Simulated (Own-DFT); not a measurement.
Simulation results for SiC (3C silicon carbide, strained, atoms displaced), SiC (2H silicon carbide, atoms displaced)

A calculation, not a measurement: plane-wave PBE density functional theory by an unreviewed code, no spin, of a simulated periodic cell, stress positive in tension, free energy of the whole cell less one offset for each atom, forces on such cells passed a denser k mesh, this cell's mesh not checked; offsets are fitted by least squares, one for each functional and potential file, so energies compare only between cells with the same atoms and settings and are not formation energies; the far tail of each file's local potential was reset to the Coulomb form; each entry is a single point on an unrelaxed cell, so the pressure reflects the starting lattice, mostly measured values (interpolated for alloys), from which strain is counted, and rises with the displacements; printed positions are rounded, which can move forces by about a meV/angstrom; the program, named Own-DFT, is a retired in-house code; no spin-orbit coupling. Program: Own-DFT development build.

Common to all runs: functional PBE; potential files PseudoDojo norm-conserving, scalar-relativistic, standard set; wave cutoff 42 hartree; occupations Fermi-Dirac; smearing width 0.1 eV.

(1) SiC (3C silicon carbide, strained, atoms displaced)

```
SiC
1.0
     13.1208     0.1790     0.1516
      0.1194     8.5994     0.0177
      0.1011     0.0177     8.8811
Si C Si C Si C Si C Si C Si C Si C Si C Si C Si C Si C Si C
4 4 4 4 4 4 4 4 4 4 4 4 4 4 4 4 4 4 4 4 4 4 4 4
Direct
  0.00148 0.00074 0.99961
  0.00232 0.25006 0.25135
  0.16658 0.00832 0.25725
  0.16991 0.25751 0.00180
  0.08085 0.12087 0.12586
  0.08387 0.37968 0.36953
  0.24501 0.13260 0.37064
  0.24551 0.38349 0.12738
  0.00646 0.99071 0.50288
  0.00121 0.25998 0.75314
  0.16785 0.00430 0.74065
  0.15744 0.24873 0.49074
  0.08798 0.13196 0.61606
  0.08587 0.36915 0.87342
  0.25304 0.12339 0.86557
  0.24720 0.37079 0.62941
  0.00446 0.50226 0.00210
  0.99993 0.75066 0.25165
  0.17305 0.48681 0.25094
  0.17087 0.74573 0.00262
  0.08281 0.61697 0.12504
  0.08731 0.88012 0.37224
  0.24924 0.62629 0.37318
  0.25306 0.87938 0.12406
  0.00766 0.50074 0.49706
  0.99193 0.75608 0.74454
  0.17140 0.49513 0.75159
  0.16466 0.75851 0.50436
  0.08208 0.62036 0.62190
  0.09030 0.87558 0.88066
  0.25204 0.62783 0.87779
  0.25359 0.86804 0.62226
  0.32743 0.99553 0.00307
  0.33245 0.25075 0.25713
  0.50691 0.99616 0.24739
  0.49638 0.26023 0.00524
  0.41440 0.12793 0.12323
  0.41941 0.38294 0.36348
  0.58655 0.13430 0.37271
  0.58171 0.37601 0.11898
  0.33904 0.00605 0.49657
  0.33097 0.24408 0.75241
  0.49807 0.99808 0.75482
  0.50015 0.25064 0.50235
  0.41644 0.12418 0.62536
  0.41141 0.38076 0.87461
  0.58188 0.12574 0.87436
  0.58379 0.38875 0.62425
  0.33229 0.50030 0.00406
  0.33255 0.75153 0.25007
  0.50189 0.50072 0.25112
  0.50444 0.76063 0.00266
  0.41203 0.62077 0.12044
  0.41531 0.88709 0.37227
  0.58370 0.61816 0.37726
  0.58211 0.87547 0.12964
  0.33568 0.49863 0.50983
  0.33856 0.74267 0.75455
  0.49843 0.48645 0.75704
  0.50042 0.75417 0.50131
  0.41781 0.62513 0.63008
  0.41949 0.88020 0.86915
  0.57985 0.62870 0.87265
  0.58026 0.88022 0.62027
  0.67176 0.99678 0.00308
  0.66358 0.24854 0.24992
  0.83700 0.00112 0.25216
  0.83279 0.25015 0.00590
  0.75283 0.11943 0.13002
  0.75367 0.37476 0.37569
  0.91369 0.11899 0.36654
  0.91795 0.37458 0.12747
  0.65799 0.00237 0.49442
  0.66572 0.25289 0.74072
  0.83683 0.00114 0.73835
  0.82864 0.24275 0.49375
  0.74850 0.12682 0.63874
  0.74434 0.38029 0.87880
  0.92615 0.11931 0.87900
  0.91091 0.36655 0.62532
  0.67120 0.50988 0.99497
  0.66259 0.74921 0.25192
  0.83687 0.49405 0.25180
  0.83639 0.74962 0.99601
  0.75713 0.62002 0.12222
  0.75775 0.87661 0.37313
  0.91884 0.62690 0.37078
  0.92436 0.87659 0.13017
  0.66048 0.49895 0.49587
  0.66164 0.75490 0.74615
  0.83251 0.49497 0.74332
  0.82641 0.75856 0.49739
  0.74964 0.63390 0.62544
  0.75902 0.86742 0.86476
  0.91908 0.61245 0.87288
  0.91346 0.86971 0.61948
```

```
hardware                          : one NVIDIA H200
k mesh                            : 3 x 4 x 4 centred on Gamma
free energy of cell above offsets : -7.465 eV
pressure                          : 3.59 GPa
stress xx                         : -3.53 GPa
stress yy                         : -7.46 GPa
stress zz                         : 0.24 GPa
stress yz                         : 1.07 GPa
stress xz                         : 6.39 GPa
stress xy                         : 6.8 GPa
wall time                         : 521.2 s
```

Force:
```
element  x (eV/Å)  y (eV/Å)  z (eV/Å)
     Si     1.384    -1.073     0.975
     Si    -1.071    -0.212     -0.49
     Si     0.091    -0.964    -2.316
     Si    -0.755     -2.07    -0.328
      C     1.602     1.218    -0.022
      C    -0.253    -1.533     0.127
      C     1.577    -0.588     1.192
      C     3.325    -3.377    -2.277
     Si    -1.914         2    -0.669
     Si    -0.345    -1.937    -0.579
     Si     0.466    -0.901     1.308
     Si     2.662     1.646     0.866
      C    -2.449    -1.726     1.681
      C     0.249     1.516     0.512
      C     -1.35    -0.469     2.312
      C     1.072    -0.538    -1.708
     Si    -0.843     -0.99    -0.468
     Si     1.228    -0.543    -0.306
     Si    -2.763     4.845     1.695
     Si    -1.227     0.758     0.536
      C     1.364     1.143     0.705
      C    -0.412    -1.206     0.361
      C     0.195    -0.419     0.907
      C    -1.742    -1.214     1.403
     Si    -2.956     0.449     0.404
     Si     2.519    -2.328     1.855
     Si    -1.489     1.645     0.375
     Si     1.009    -2.086    -0.815
      C     0.701     1.238     0.985
      C    -1.349     0.241    -1.839
      C     0.217    -1.295    -0.528
      C     0.328     1.377     0.242
     Si     2.245     1.828    -1.699
     Si     0.491     0.621    -1.633
     Si    -2.957     2.901     0.921
     Si     0.206    -1.695    -1.165
      C     0.249    -0.562      0.57
      C    -1.137    -1.858     3.098
      C    -1.626    -1.607     0.428
      C     1.132     0.775     0.942
     Si    -2.535     -0.08      1.03
     Si     0.804     1.477    -0.808
     Si     0.954     1.749    -0.872
     Si     -0.46      1.12    -0.488
      C     0.613     0.582    -0.248
      C     0.189     -2.05     0.361
      C     0.129     0.129      0.23
      C    -0.636    -3.236    -0.125
     Si    -0.511     0.637    -0.448
     Si     0.057    -0.138     0.088
     Si    -0.303     0.714    -1.752
     Si    -2.174    -1.841    -0.896
      C     2.103     1.602     1.092
      C     1.732    -2.229    -0.678
      C     -1.17     2.062     -1.19
      C     1.942    -0.769    -1.284
     Si    -0.816     0.596     -1.49
     Si    -1.106     1.707    -0.073
     Si     0.033     3.559    -0.416
     Si    -1.023    -0.599    -0.043
      C     0.975    -1.079    -0.852
      C      -1.3    -1.468     2.075
      C     0.719    -0.065     0.348
      C    -0.031    -0.428     0.193
     Si     0.064     0.602    -1.368
     Si     1.873     1.574    -1.328
     Si     0.012    -0.967    -1.235
     Si     0.539     0.029    -1.011
      C    -0.931     0.461    -0.615
      C     -2.15    -0.122    -0.422
      C     1.803     1.024     2.379
      C     0.484    -0.538    -0.712
     Si     3.018    -0.131     1.015
     Si    -0.755     0.828     3.238
     Si     0.144     0.257     2.781
     Si     1.287     0.033     1.402
      C     0.162    -0.815    -3.942
      C     1.761    -1.775    -1.834
      C    -2.613     1.603    -1.788
      C     1.633     0.258    -1.446
     Si    -1.543    -0.194     1.194
     Si     2.639    -0.812    -0.101
     Si      0.06     1.488     0.095
     Si     1.104    -0.684     0.712
      C    -1.746     1.153     0.695
      C    -4.055     1.008    -0.766
      C    -0.696    -0.348     1.346
      C     -1.76    -0.125    -1.535
     Si      3.42     0.742     0.887
     Si      1.26    -0.509       0.4
     Si    -0.623     1.139      1.31
     Si     2.373    -2.801     0.553
      C    -0.882    -1.405    -0.856
      C    -2.089     1.246     0.957
      C    -0.392     1.503     -0.45
      C     0.738     1.321    -0.863
```

(2) SiC (2H silicon carbide, atoms displaced)

```
SiC
1.0
      9.2481     0.0000     0.0000
     -4.6241     8.0091     0.0000
      0.0000     0.0000    10.0681
Si C Si C Si C Si C Si C Si C Si C Si C Si C Si C Si C Si C Si C Si C Si C Si C Si C Si C
2 2 2 2 2 2 2 2 2 2 2 2 2 2 2 2 2 2 2 2 2 2 2 2 2 2 2 2 2 2 2 2 2 2 2 2
Direct
  0.01208 0.00464 0.00542
  0.10550 0.22969 0.24283
  0.99654 0.99486 0.18635
  0.11103 0.21153 0.43677
  0.98904 0.98678 0.50483
  0.11549 0.21540 0.74829
  0.00627 0.99919 0.68018
  0.10817 0.21372 0.94065
  0.00792 0.34477 0.99557
  0.11716 0.56747 0.25757
  0.99810 0.32592 0.18417
  0.11183 0.55804 0.43986
  0.99542 0.34149 0.49579
  0.10582 0.55032 0.75666
  0.00647 0.33958 0.67434
  0.11986 0.55848 0.93953
  0.00643 0.67531 0.99890
  0.10761 0.89200 0.25061
  0.99916 0.66854 0.18619
  0.12705 0.89574 0.43353
  0.99401 0.66732 0.50343
  0.11929 0.90386 0.74026
  0.00305 0.68219 0.68642
  0.11142 0.89000 0.93329
  0.32560 0.99153 0.00214
  0.46256 0.22802 0.25433
  0.33934 0.00869 0.19141
  0.44448 0.22367 0.43759
  0.32886 0.99801 0.49397
  0.45016 0.22363 0.75242
  0.32667 0.00352 0.69219
  0.45089 0.22089 0.93693
  0.33972 0.34392 0.00030
  0.44748 0.54709 0.26013
  0.32678 0.33723 0.18493
  0.44535 0.54769 0.44607
  0.33136 0.32783 0.49405
  0.44291 0.55739 0.74787
  0.33578 0.33553 0.68668
  0.44138 0.55180 0.93692
  0.33188 0.66544 0.00617
  0.43406 0.89211 0.24341
  0.33324 0.66391 0.19154
  0.43965 0.89167 0.43836
  0.32970 0.65829 0.49083
  0.44790 0.88660 0.73966
  0.32715 0.66814 0.68762
  0.45446 0.88642 0.93026
  0.67220 0.00087 0.99308
  0.77573 0.21148 0.25625
  0.66804 0.00352 0.19441
  0.77232 0.23142 0.43375
  0.67800 0.00464 0.49875
  0.77998 0.21054 0.76464
  0.67309 0.99592 0.68830
  0.78169 0.22196 0.93785
  0.67228 0.32096 0.99795
  0.77486 0.55929 0.24423
  0.66732 0.34415 0.19149
  0.79194 0.56522 0.43865
  0.65882 0.34109 0.49511
  0.76473 0.56288 0.74855
  0.66048 0.32841 0.68863
  0.77400 0.54250 0.93906
  0.66453 0.67030 0.01457
  0.79530 0.89258 0.25067
  0.65738 0.66544 0.18591
  0.77003 0.87692 0.43927
  0.66141 0.65708 0.50196
  0.77531 0.88516 0.74152
  0.65570 0.65056 0.68705
  0.76434 0.87992 0.93742
```

```
hardware                          : one NVIDIA H100
k mesh                            : 4 x 4 x 3 centred on Gamma
free energy of cell above offsets : -3.755 eV
pressure                          : 5.91 GPa
stress xx                         : -5.6 GPa
stress yy                         : -4.8 GPa
stress zz                         : -7.34 GPa
stress yz                         : 0.29 GPa
stress xz                         : -0.55 GPa
stress xy                         : -1.03 GPa
wall time                         : 365.7 s
```

Force:
```
element  x (eV/Å)  y (eV/Å)  z (eV/Å)
     Si    -2.008    -1.859     -1.54
     Si     2.839    -1.817     1.975
      C     1.532     1.899     0.028
      C    -2.199     0.755    -0.719
     Si     1.631     1.622    -2.808
     Si    -0.939     1.683    -0.404
      C    -2.424     0.121     1.886
      C     0.031     2.154    -1.058
     Si     0.477    -2.405     1.273
     Si    -0.505     -1.93    -1.619
      C     -2.56     2.378     0.007
      C    -0.743     0.111    -0.447
     Si     1.309    -1.744    -0.688
     Si    -0.239     1.541    -2.294
      C    -0.431     -1.54     3.998
      C    -1.545     0.481     0.052
     Si    -0.965    -1.952    -0.622
     Si     1.669    -0.008     -0.01
      C     0.242     0.633      0.26
      C     -4.33    -2.331     0.096
     Si     3.114     1.826     0.231
     Si    -0.272    -2.947     2.211
      C    -0.292    -2.017      0.98
      C    -0.096     0.222     0.198
     Si     1.843     1.799    -1.162
     Si     -3.65    -0.534    -0.936
      C     -1.74    -0.447     -1.29
      C     0.002    -0.213    -0.468
     Si     1.995     1.586     2.405
     Si    -1.281    -0.062    -0.255
      C     3.445     0.791    -2.091
      C    -0.897    -0.477     1.133
     Si      0.75    -2.399    -0.284
     Si    -1.855     0.815    -1.361
      C     1.696    -0.604     0.936
      C    -0.622      0.37     -1.61
     Si    -0.807    -0.802     1.796
     Si    -1.421    -0.844     0.701
      C     0.212    -0.633     -0.03
      C     0.076     1.672     0.208
     Si     1.858     0.598    -1.225
     Si     3.158    -0.802       1.8
      C    -0.051     0.643     0.473
      C     1.942    -0.769    -0.404
     Si    -0.147     2.005     2.246
     Si    -1.509     0.315     1.154
      C      0.97    -0.842    -0.945
      C    -1.985     0.028     1.243
     Si     -0.69    -0.501     2.177
     Si    -0.609     2.725    -1.744
      C      0.29    -1.877    -1.606
      C     1.236    -0.907     1.624
     Si    -2.367    -0.009    -0.393
     Si    -0.818     2.284    -5.108
      C    -1.068     0.739    -0.914
      C     1.689    -0.298     1.459
     Si    -2.974     1.993         1
     Si     0.981     0.598     0.756
      C     2.635    -1.512    -1.316
      C    -3.369    -1.505    -1.517
     Si     2.131    -0.628     1.923
     Si      5.23    -2.822     1.871
      C     1.728      1.01    -0.491
      C    -0.247     2.267      0.27
     Si     0.414    -1.725    -4.872
     Si    -4.622    -1.491     0.399
      C     1.402     0.821     3.482
      C     0.728     0.741    -0.143
     Si     0.763     0.631     0.005
     Si     1.466    -1.232     2.043
      C    -2.105     3.696    -1.314
      C     2.901     0.934    -0.614
```

(3) SiC (2H silicon carbide, atoms displaced)

```
SiC
1.0
      9.2481     0.0000     0.0000
     -4.6241     8.0091     0.0000
      0.0000     0.0000    10.0681
Si C Si C Si C Si C Si C Si C Si C Si C Si C Si C Si C Si C Si C Si C Si C Si C Si C Si C
2 2 2 2 2 2 2 2 2 2 2 2 2 2 2 2 2 2 2 2 2 2 2 2 2 2 2 2 2 2 2 2 2 2 2 2
Direct
  0.98883 0.99710 0.00006
  0.11188 0.22218 0.25392
  0.01157 0.00886 0.18411
  0.12313 0.23543 0.43110
  0.02070 0.01614 0.50553
  0.10137 0.21856 0.74848
  0.00903 0.00693 0.69115
  0.11716 0.23210 0.94319
  0.99471 0.33082 0.99678
  0.10723 0.56810 0.25014
  0.99447 0.34009 0.18371
  0.10546 0.54791 0.43785
  0.99063 0.32873 0.50587
  0.11220 0.54022 0.75779
  0.98125 0.31324 0.69126
  0.10517 0.56120 0.94390
  0.01497 0.67191 0.00236
  0.10021 0.88590 0.25428
  0.99605 0.66376 0.18763
  0.11489 0.88421 0.44735
  0.00681 0.66954 0.50893
  0.12584 0.89258 0.74922
  0.00662 0.66871 0.69410
  0.10542 0.89104 0.94348
  0.33012 0.98791 0.00335
  0.43986 0.23477 0.25376
  0.33363 0.98952 0.18001
  0.45303 0.22723 0.43298
  0.32519 0.00202 0.51541
  0.45128 0.22082 0.75089
  0.33619 0.99453 0.69787
  0.45648 0.22534 0.92949
  0.33890 0.33275 0.00132
  0.43772 0.54745 0.25807
  0.32259 0.33011 0.19112
  0.45921 0.56387 0.44067
  0.32357 0.33524 0.51009
  0.44948 0.55032 0.75678
  0.32397 0.32507 0.68208
  0.44732 0.54146 0.93369
  0.33906 0.67573 0.00930
  0.43801 0.88531 0.25676
  0.33425 0.66508 0.18624
  0.44486 0.88858 0.44611
  0.32749 0.64378 0.49265
  0.44113 0.88241 0.73733
  0.32720 0.67430 0.68676
  0.43830 0.89221 0.94807
  0.65971 0.97891 0.00855
  0.78343 0.23754 0.25100
  0.65911 0.00340 0.19146
  0.78655 0.23471 0.44434
  0.66613 0.99964 0.50696
  0.78209 0.21412 0.74349
  0.67428 0.00930 0.67777
  0.77401 0.21781 0.93342
  0.65180 0.33408 0.99763
  0.77159 0.55005 0.24469
  0.67598 0.33086 0.18879
  0.78450 0.55139 0.43185
  0.66363 0.33896 0.49463
  0.77976 0.55146 0.75277
  0.67218 0.33236 0.68856
  0.78289 0.54925 0.93728
  0.66651 0.67292 0.00549
  0.77109 0.87644 0.24480
  0.65055 0.67320 0.18873
  0.79338 0.90691 0.44451
  0.66122 0.64840 0.50593
  0.78506 0.88579 0.75225
  0.67101 0.67064 0.69859
  0.78227 0.89675 0.93683
```

```
hardware                          : one NVIDIA H100
k mesh                            : 4 x 4 x 3 centred on Gamma
free energy of cell above offsets : -0.791 eV
pressure                          : 6.85 GPa
stress xx                         : -6.55 GPa
stress yy                         : -4.65 GPa
stress zz                         : -9.36 GPa
stress yz                         : -0.89 GPa
stress xz                         : -0.73 GPa
stress xy                         : -1.42 GPa
wall time                         : 366.5 s
```

Force:
```
element  x (eV/Å)  y (eV/Å)  z (eV/Å)
     Si     2.914     2.302     0.339
     Si    -2.602      0.48    -1.945
      C    -1.974    -1.802     0.913
      C    -1.281    -1.077     2.438
     Si    -1.965    -1.849    -1.023
     Si     1.691     0.594     2.123
      C     0.581    -1.601     0.013
      C    -0.141    -1.408    -1.302
     Si    -0.795     0.489     0.881
     Si     2.178    -2.762     0.021
      C     1.847     0.053     0.924
      C     0.471     0.688     0.318
     Si     1.537     0.848    -1.055
     Si    -1.749     1.856     -0.38
      C     4.212       4.1     -1.49
      C     4.302    -1.818    -1.196
     Si    -4.241     0.156    -0.081
     Si     2.373     0.494    -0.625
      C    -1.675     1.609     0.262
      C    -1.312     1.308    -1.135
     Si    -0.301    -1.327    -0.481
     Si    -2.951    -1.207     2.186
      C    -0.076    -0.953    -0.258
      C     1.068     0.114    -1.284
     Si      -2.4     2.767    -0.649
     Si      2.67    -2.886    -1.314
      C    -2.195     1.485     3.323
      C     -2.74    -0.953     2.192
     Si     3.063     0.147    -2.822
     Si    -0.433     0.384    -0.942
      C    -0.229     2.315    -1.171
      C     -4.01    -2.241     1.701
     Si    -0.553     -1.29    -0.216
     Si    -0.925     1.006    -1.312
      C     1.677      1.25    -0.886
      C    -1.586    -2.803      -0.3
     Si     3.014     0.556    -3.406
     Si    -1.452     0.477    -1.934
      C      0.71      0.82     3.213
      C    -1.189     2.856     2.274
     Si    -0.404    -2.128    -2.513
     Si     0.946     0.843     0.088
      C    -0.575    -0.277     2.806
      C    -0.831    -0.809    -0.261
     Si    -1.806     4.048     1.785
     Si     1.941     1.851     2.762
      C     2.204     -4.45    -0.563
      C     3.421    -2.173    -3.167
     Si    -2.376       4.4    -0.682
     Si     2.047    -3.314     1.186
      C     1.824    -0.585     0.616
      C    -2.092    -2.241    -1.509
     Si     0.553     0.579    -4.151
     Si    -4.758    -0.257     3.391
      C    -0.037    -3.384     3.899
      C    -0.136    -0.682     0.462
     Si     5.612     0.256     0.941
     Si     0.197     0.824     0.138
      C    -5.305     1.475    -1.382
      C    -1.113     1.526     0.918
     Si     2.273     -0.85     1.505
     Si     0.408     0.519     0.294
      C    -0.881     0.138    -1.142
      C     -1.09     1.971     1.467
     Si     1.395    -1.683    -2.004
     Si    -0.498     5.287     3.139
      C     2.418    -3.282    -0.535
      C      0.33    -2.315    -0.942
     Si     2.321     4.304     0.318
     Si    -1.134     1.668    -1.204
      C     0.286    -1.978    -1.574
      C    -0.669    -2.457         0
```
